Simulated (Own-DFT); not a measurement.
## Calculated data, SiC (twinned 3C silicon carbide, strained, atoms displaced)

All values are calculated (Own-DFT development build). A calculation, not a measurement: plane-wave PBE density functional theory by an unreviewed code, no spin, of a simulated periodic cell, stress positive in tension, free energy of the whole cell less one offset for each atom, forces on such cells passed a denser k mesh, this cell's mesh not checked; offsets are fitted by least squares, one for each functional and potential file, so energies compare only between cells with the same atoms and settings and are not formation energies; the far tail of each file's local potential was reset to the Coulomb form; each entry is a single point on an unrelaxed cell, so the pressure reflects the starting lattice, mostly measured values (interpolated for alloys), from which strain is counted, and rises with the displacements; printed positions are rounded, which can move forces by about a meV/angstrom; the program, named Own-DFT, is a retired in-house code; no spin-orbit coupling.

Settings shared by all entries: functional PBE; potential files PseudoDojo norm-conserving, scalar-relativistic, standard set; wave cutoff 42 hartree; occupations Fermi-Dirac; smearing width 0.1 eV; hardware one NVIDIA H200; k mesh 4 x 4 x 2 centred on Gamma.

(1) SiC (twinned 3C silicon carbide, strained, atoms displaced)

```xyz
108
Lattice="6.4677 -6.5151 0.0084 -0.0264 6.4971 -6.5468 8.9395 8.9915 9.0931" Properties=species:S:1:pos:R:3 SiC
Si    10.3868    -2.5179     4.0055
C      6.9191     0.5354    -5.9141
Si     1.6438     1.5785    -0.5143
C      2.7189     2.7940     0.6732
Si     3.9745     1.6593     1.7982
C      4.9811     2.9230     2.8629
Si     4.0136     6.0639     1.7856
C      0.6182     2.8017    -1.5791
Si     1.6221     3.8515    -2.7228
C      2.7226     5.0917    -1.4898
Si     3.8947     3.8886    -0.4466
C      4.9548     4.9973     0.7012
Si     3.8861     8.2134    -0.4698
C      0.5569     4.7816    -3.7958
Si     1.5999     5.9261    -4.8747
C      2.7541     7.0621    -3.7907
Si     3.8170     6.0758    -2.6517
C      4.8945     7.1805    -1.5454
Si     6.0762     8.1809    -2.5278
C      2.6943     4.8478    -5.9364
Si     3.8082    -0.4979    -0.4538
C      4.8469     0.6143     0.6947
Si     5.9919    -0.4373     1.7464
C      7.0347     0.6621     2.9547
Si     6.0279     4.0040     1.7957
C      2.6719     0.6229    -1.5963
Si     3.8138     1.6364    -2.7455
C      4.8913     2.7335    -1.5466
Si     5.9942     1.6890    -0.4387
C      7.1171     2.8296     0.7456
Si     6.0629     6.1068    -0.4057
C      2.7491     2.6413    -3.8129
Si     3.7546     3.8545    -4.8107
C      4.9000     4.8680    -3.7162
Si     5.9553     3.8741    -2.6336
C      7.1404     5.0271    -1.4315
Si     8.1961     6.1447    -2.5026
C      4.8731     2.6193    -5.9058
Si     5.9486    -2.7669    -0.5062
C      7.0904    -1.5725     0.6748
Si     8.1951    -2.6547     1.7713
C      9.2500    -1.4434     2.8988
Si     8.2961     1.7610     1.7056
C      4.7802    -1.6128    -1.6216
Si     5.9289    -0.5061    -2.6801
C      7.1056     0.6239    -1.4925
Si     8.0423    -0.3642    -0.3840
C      9.2919     0.6696     0.7000
Si     8.3059     3.9464    -0.3694
C      4.9299     0.5296    -3.8450
Si     5.9987     1.6738    -4.8329
C      7.0659     2.7075    -3.7597
Si     8.0999     1.7000    -2.6398
C      9.3505     2.8477    -1.4363
Si    14.8331     8.4116     2.0536
C     11.4353     5.0591    -1.3510
Si    11.0900     4.6769     0.4568
C     12.1634     5.7600     1.5356
Si    11.8368     7.6597     1.2153
C     12.9879     8.7151     2.3220
Si    14.8566     6.3177     4.2057
C      5.0345     9.3397     0.7029
Si    11.1704     2.5240     2.5677
C     12.2060     3.6879     3.7199
Si    11.8972     5.5575     3.3738
C     13.1285     6.5395     4.5144
Si     8.3727    10.5966     6.2749
C      4.9735     7.1157     2.9243
Si    11.0629     0.3804     4.7867
C     12.2451     1.4821     5.8598
Si    11.9641     3.2866     5.6149
C     13.0444     4.3636     6.6553
Si    12.7089     4.1422     8.5357
C      9.2791     7.2418    -1.4229
Si     8.9187     6.9570     0.3474
C     10.0887     7.9281     1.6483
Si     9.6992     9.8428     1.2609
C     10.8274    10.9264     2.3535
Si    12.7100     8.3618     4.1023
C      9.2819     4.9415     0.8783
Si     8.9629     4.7365     2.6111
C     10.0964     5.8254     3.7391
Si     9.7652     7.7333     3.2953
C     10.8946     8.7361     4.5286
Si    12.7485     6.2828     6.3997
C      9.2699     2.9199     2.9631
Si     9.0346     2.4619     4.6716
C     10.0969     3.6287     5.9557
Si     9.7833     5.5459     5.4858
C     10.8216     6.6122     6.7661
Si    10.5117    12.6762     1.9728
C      7.2781     2.8532     5.1196
Si     6.8767     9.0899     0.2893
C      7.8993    10.2802     1.5753
Si     7.5890    11.9263     1.1979
C      8.6881    13.1786     2.3340
Si    10.5313    10.6006     4.0775
C      7.2235     7.2273     0.7275
Si     6.7671     6.8861     2.5359
C      7.8024     8.0731     3.6855
Si     7.6298     9.8435     3.3732
C      8.7284    10.9725     4.5043
Si    10.5666     8.4118     6.3850
C      7.2168     5.0108     2.9556
Si     6.8508     4.7322     4.8280
C      7.9270     5.8234     5.9800
Si     7.5750     7.5661     5.4484
C      8.6649     8.8972     6.7620
```

The calculation gives: free energy of cell above offsets -8.205 eV; pressure 0.97 GPa; stress xx -2.59 GPa; stress yy -0.22 GPa; stress zz -0.11 GPa; stress yz 5.79 GPa; stress xz 6.79 GPa; stress xy 5.98 GPa; wall time 615.1 s.

Force:
```
element  x (eV/Å)  y (eV/Å)  z (eV/Å)
     Si     0.058    -0.317    -0.152
      C     2.023    -0.723      -0.8
     Si    -0.922     2.604     1.532
      C     1.918    -1.188    -0.846
     Si    -3.249     3.049      0.31
      C      0.09    -1.609     0.975
     Si     -3.64     0.775     0.295
      C    -0.954    -1.709    -0.836
     Si     2.127    -1.033     1.958
      C     0.406    -1.753    -0.847
     Si    -2.341     0.057     0.244
      C     1.041     0.131    -1.463
     Si     0.349     1.019     2.064
      C    -0.738     2.889     0.152
     Si     0.198     0.937     0.057
      C     -0.78      0.66     0.742
     Si    -0.114    -1.123     0.612
      C     1.328    -1.318     0.329
     Si    -1.207     3.644    -0.022
      C    -0.325     0.201    -1.055
     Si     -1.09     0.017    -0.392
      C     2.346    -1.251    -2.105
     Si     0.566    -1.158     0.823
      C     2.511    -1.096    -2.447
     Si     1.851    -1.634     0.592
      C     1.965    -2.222    -0.793
     Si     0.192    -0.531     1.082
      C     0.285     0.442    -0.424
     Si     0.024      1.01     0.986
      C    -0.229     0.129    -1.672
     Si    -0.498     0.356     0.361
      C    -1.482     1.614    -0.288
     Si      1.16    -1.636    -0.547
      C    -0.682     1.802    -0.323
     Si     1.514    -0.767     0.817
      C     -0.09    -1.042    -0.906
     Si    -0.696    -0.799    -1.404
      C    -1.006     2.236    -1.222
     Si     0.148     1.486     0.903
      C    -1.365     0.358    -0.209
     Si    -0.113     1.028     0.013
      C     0.602    -0.743    -0.056
     Si      -1.9     0.851     2.858
      C     2.009     0.481     1.284
     Si     0.797    -0.762     0.172
      C    -2.485     0.484    -1.789
     Si     3.145    -2.522     0.851
      C      0.56    -1.064    -0.647
     Si    -1.901    -0.686     0.939
      C    -1.213    -0.176      0.95
     Si    -0.708    -0.896    -0.211
      C      -0.4     1.696     1.135
     Si     2.182    -0.175     0.339
      C    -1.756    -0.146    -1.827
     Si    -0.858     1.149    -1.596
      C     0.238     0.121    -0.645
     Si     0.062    -0.566    -0.076
      C     1.247     1.446     0.142
     Si     1.878     -1.12     -1.01
      C    -0.214      0.89    -0.394
     Si      0.89    -2.013    -1.697
      C     0.058     0.071     0.044
     Si    -0.594     0.202     0.226
      C     0.903    -0.217     0.383
     Si     0.552    -1.947     0.214
      C    -2.879     1.285     0.661
     Si     0.708     0.972     1.275
      C     0.479     1.971      0.42
     Si     2.102    -0.657     0.004
      C    -0.545    -0.787     0.878
     Si    -1.679      0.47    -1.668
      C    -0.055      2.16     1.403
     Si     0.315    -1.886     0.021
      C     0.223    -0.979    -0.127
     Si     2.317    -2.257      2.07
      C    -0.901     2.129    -4.899
     Si      0.53    -0.459    -1.401
      C      0.89    -0.371     -1.56
     Si    -0.113      0.47     1.199
      C     0.799     2.522    -2.889
     Si     0.731    -0.772     1.303
      C      -0.5     1.508    -1.063
     Si    -1.567    -1.925     5.074
      C    -0.284     0.391    -0.597
     Si    -1.983    -1.459    -1.469
      C     1.815    -1.048    -1.895
     Si    -0.149      2.66     2.164
      C     0.278     0.366      -0.6
     Si    -0.467    -1.709     2.656
      C     1.489    -0.511    -1.735
     Si    -0.851     2.134     0.896
      C    -1.166     0.659    -1.351
     Si    -0.943    -0.575      2.75
      C     1.079    -4.135    -0.147
     Si    -1.324     4.182      0.62
      C      0.54    -2.267      0.25
     Si     0.093    -0.776     3.194
      C    -2.655      0.76      0.19
     Si     1.323    -0.522     0.787
      C     2.289    -1.911    -0.653
     Si    -2.055     1.571      0.51
      C     0.262    -0.277    -0.941
     Si    -1.644     1.129    -0.018
      C    -1.979      1.88     0.413
     Si     -0.32    -0.655    -0.703
      C      0.85    -0.096    -1.955
     Si    -0.219     1.965     2.267
      C     1.491    -3.039    -1.016
```

(2) SiC (twinned 3C silicon carbide, strained, atoms displaced)

```xyz
108
Lattice="6.3978 -6.4348 -0.0226 0.1182 6.5304 -6.6481 8.5825 8.6620 8.6614" Properties=species:S:1:pos:R:3 SiC
Si     3.7593     3.7797     3.7785
C      6.8657    -5.8788     0.4541
Si     1.7037     1.7161    -0.5215
C      2.6801     2.6670     0.4540
Si     3.7453     1.6452     1.6219
C      4.7972     2.6438     2.6846
Si    10.1809    -0.3793     1.6325
C      6.9959    -3.6453    -1.6136
Si     1.5913     3.7970    -2.8069
C      2.7342     4.8526    -1.6633
Si     3.8167     3.7877    -0.5893
C      4.9138     4.9333     0.4593
Si     3.8103     8.0757    -0.6942
C      0.6379     4.8918    -3.9449
Si     1.6557     5.9813    -5.0541
C      2.8913     7.1361    -3.9180
Si     3.9087     6.0330    -2.7733
C      4.9023     7.0714    -1.7787
Si     5.9280     8.1396    -2.8619
C      2.7452     4.8523    -6.1192
Si     3.8448    -0.4188    -0.4715
C      4.8077     0.6370     0.5287
Si     5.9580    -0.5399     1.5088
C      6.9742     0.6392     2.6729
Si     5.9121     3.8414     1.6696
C      2.7540     0.5782    -1.6488
Si     3.8329     1.5163    -2.8725
C      4.9280     2.6882    -1.8383
Si     5.9772     1.6246    -0.6568
C      6.9574     2.6795     0.5142
Si     6.0130     6.0280    -0.6978
C      2.7248     2.8317    -3.9703
Si     3.8685     3.8331    -5.0727
C      4.8821     4.9488    -3.8952
Si     5.9401     3.8656    -2.8759
C      6.9650     4.9809    -1.7840
Si     8.0763    -0.4008     3.8211
C      4.8621     2.7705    -6.1337
Si     5.8982    -2.6325    -0.5669
C      6.9528    -1.6009     0.4514
Si     8.0964    -2.6507     1.6024
C      9.0867    -1.5283     2.7135
Si     8.0539     1.6330     1.5375
C      4.8998    -1.5117    -1.7734
Si     6.0034    -0.5005    -2.8372
C      7.0404     0.5346    -1.7527
Si     8.0496    -0.4515    -0.6251
C      9.1888     0.6546     0.4897
Si     8.0862     3.9009    -0.6920
C      5.0519     0.5666    -3.8235
Si     6.0264     1.7718    -4.9929
C      7.0460     2.7458    -3.9712
Si     8.2114     1.6580    -2.8308
C      9.1080     2.7985    -1.7667
Si     8.1727    14.5323     1.4495
C     11.2460     4.9287    -1.7830
Si    10.9813     4.5759    -0.0425
C     12.1076     5.7339     1.2318
Si    11.6846     7.4656     0.7453
C     12.7668     8.5409     1.7697
Si     8.1831    12.4948     3.6642
C     11.2718     2.7970     0.4298
Si    10.9249     2.4107     2.3105
C     11.9976     3.5768     3.2576
Si    11.7246     5.3094     3.0051
C     12.7075     6.3643     4.0284
Si     8.0786    10.2365     5.8771
C     11.2382     0.5448     2.6874
Si    10.8258     0.1881     4.4373
C     11.9025     1.4178     5.4730
Si    11.6168     3.1098     5.1845
C     12.7261     4.2412     6.2441
Si    12.3776     3.8773     8.1502
C      9.1230     0.6170     4.7815
Si     8.8526     6.7294     0.0975
C      9.9936     7.8282     1.0712
Si     9.5286     9.6635     0.7682
C     10.5414    10.6800     1.8228
Si    12.3907     8.1776     3.6900
C      9.2208     5.0026     0.4563
Si     8.7419     4.6409     2.1972
C      9.9031     5.6104     3.3611
Si     9.5880     7.3938     2.9725
C     10.6089     8.5062     4.0162
Si    12.2939     5.9564     5.9111
C      9.1154     2.6849     2.6363
Si     8.7116     2.3455     4.4704
C      9.8602     3.4413     5.6007
Si     9.5218     5.3170     5.2028
C     10.5704     6.3943     6.2218
Si    10.3297    12.5216     1.5208
C      7.0175     2.8205     4.9352
Si     6.6847     8.8975    -0.0248
C      7.8607     9.9517     1.0846
Si     7.3875    11.6987     0.8537
C      8.5420    12.8446     1.7754
Si    10.3298    10.3285     3.5917
C      7.0798     7.1381     0.3662
Si     6.7082     6.6516     2.1629
C      7.7197     7.8698     3.3496
Si     7.3879     9.5620     3.0097
C      8.4951    10.6042     4.0569
Si    10.3085     8.1643     5.8021
C      6.9998     4.9326     2.6362
Si     6.6793     4.4428     4.5329
C      7.6778     5.6164     5.6176
Si     7.3251     7.3289     5.1980
C      8.4114     8.5698     6.3572
```

Results for SiC (twinned 3C silicon carbide, strained, atoms displaced): free energy of cell above offsets -6.633 eV; pressure 8.55 GPa; stress xx -11.87 GPa; stress yy -11.96 GPa; stress zz -1.82 GPa; stress yz -4.27 GPa; stress xz -5.69 GPa; stress xy 2.91 GPa; wall time 626.7 s.

Force:
```
element  x (eV/Å)  y (eV/Å)  z (eV/Å)
     Si    -1.208    -0.798     0.029
      C     1.611     0.258     1.126
     Si    -3.601    -3.619    -3.564
      C     3.256     3.109     3.674
     Si    -0.095    -0.063    -1.031
      C      0.43      2.72     0.688
     Si     -0.03    -2.568    -2.033
      C    -0.245    -1.444    -1.663
     Si     1.814    -0.009     0.548
      C     0.318     1.213    -0.903
     Si     0.772    -0.259    -1.273
      C    -0.639    -0.013     0.921
     Si    -0.034     1.976     1.513
      C     0.198     0.508     0.591
     Si     1.104     0.786     0.231
      C    -1.564    -1.996     -0.14
     Si    -2.674     -2.52    -1.619
      C     1.249     1.018     1.627
     Si     1.999     0.664    -0.263
      C     2.288     3.137     0.795
     Si    -2.078    -2.759    -3.336
      C     2.404    -0.151     0.431
     Si    -1.651     1.156     2.683
      C    -0.241    -1.469     0.121
     Si    -0.351    -1.282    -2.454
      C    -0.193     0.121    -0.522
     Si    -0.479     2.946     1.104
      C    -0.657      0.52      1.89
     Si    -1.092      0.91    -0.355
      C     0.593     1.927     -0.92
     Si    -1.276    -0.427     1.431
      C       0.9    -2.272     0.727
     Si    -1.156     0.912     2.082
      C     0.966     0.049    -2.147
     Si     0.495    -1.029      0.14
      C      2.33    -0.476    -0.476
     Si    -2.669    -2.105    -1.552
      C     2.867      1.54     1.262
     Si    -1.236    -0.424    -1.719
      C      1.74     0.745     1.177
     Si    -1.591    -0.227      -0.2
      C     0.423    -0.218    -0.753
     Si     0.046      1.18     0.686
      C    -1.108    -1.006      2.22
     Si     0.324    -1.352     0.869
      C     0.861     1.423     0.227
     Si     1.289    -1.395     0.338
      C    -1.191    -1.189    -1.272
     Si    -1.007     -0.58     1.275
      C    -2.815     1.212    -3.668
     Si    -1.513    -2.677    -1.622
      C     2.273     2.107     1.407
     Si    -2.861     0.306    -0.753
      C     1.697     0.232     0.215
     Si     -0.71     3.451    -0.461
      C     2.514     0.457    -0.686
     Si     0.149     0.361     3.068
      C    -1.886    -1.277    -1.997
     Si      1.73     0.643    -1.263
      C     0.352     0.643     1.622
     Si    -1.394     -1.42    -0.383
      C     0.477    -0.873     -0.57
     Si    -0.198    -0.096    -0.909
      C     0.383    -2.314     1.823
     Si    -1.688     0.368    -1.283
      C     1.671     0.792     1.494
     Si     0.778     2.368     0.587
      C     2.215     1.926    -0.421
     Si     2.064     1.233     0.821
      C     1.002     -4.44     1.235
     Si     0.002     2.388    -0.798
      C    -0.796    -1.205      0.85
     Si    -2.444    -2.575    -2.765
      C    -0.634    -0.266     3.055
     Si     0.917     1.625    -1.614
      C    -2.866     0.131     1.621
     Si     2.555     -1.87    -1.822
      C     2.956     1.241     0.012
     Si     1.734    -0.214     -1.06
      C    -0.873    -1.381    -1.121
     Si     2.148    -2.454     1.656
      C    -0.869     0.272    -0.148
     Si    -1.253     0.812    -1.039
      C     0.714     0.976     0.234
     Si      2.13     1.883    -0.984
      C    -0.282     1.996     0.348
     Si     2.139     1.878    -0.271
      C    -1.244     0.905    -0.771
     Si    -0.844    -1.742    -0.312
      C    -0.361    -0.441     1.601
     Si    -1.107     -1.34     -2.93
      C    -1.426    -4.124    -1.485
     Si     0.102     0.742     2.498
      C    -4.054    -0.467     1.566
     Si     1.755     0.985    -1.641
      C    -0.203    -1.682     1.772
     Si    -1.509     0.117      1.49
      C    -0.522    -0.947     0.442
     Si    -1.291     2.615     1.805
      C     0.836     -4.02    -0.119
     Si     0.138     1.735    -1.499
      C     0.219     1.351     0.066
     Si    -1.866      0.82     2.412
      C     0.061    -0.892     1.381
     Si    -1.368     4.609    -0.925
      C     0.058    -1.275     0.013
     Si    -0.084     3.035    -0.198
      C     0.985    -3.394     -1.79
```
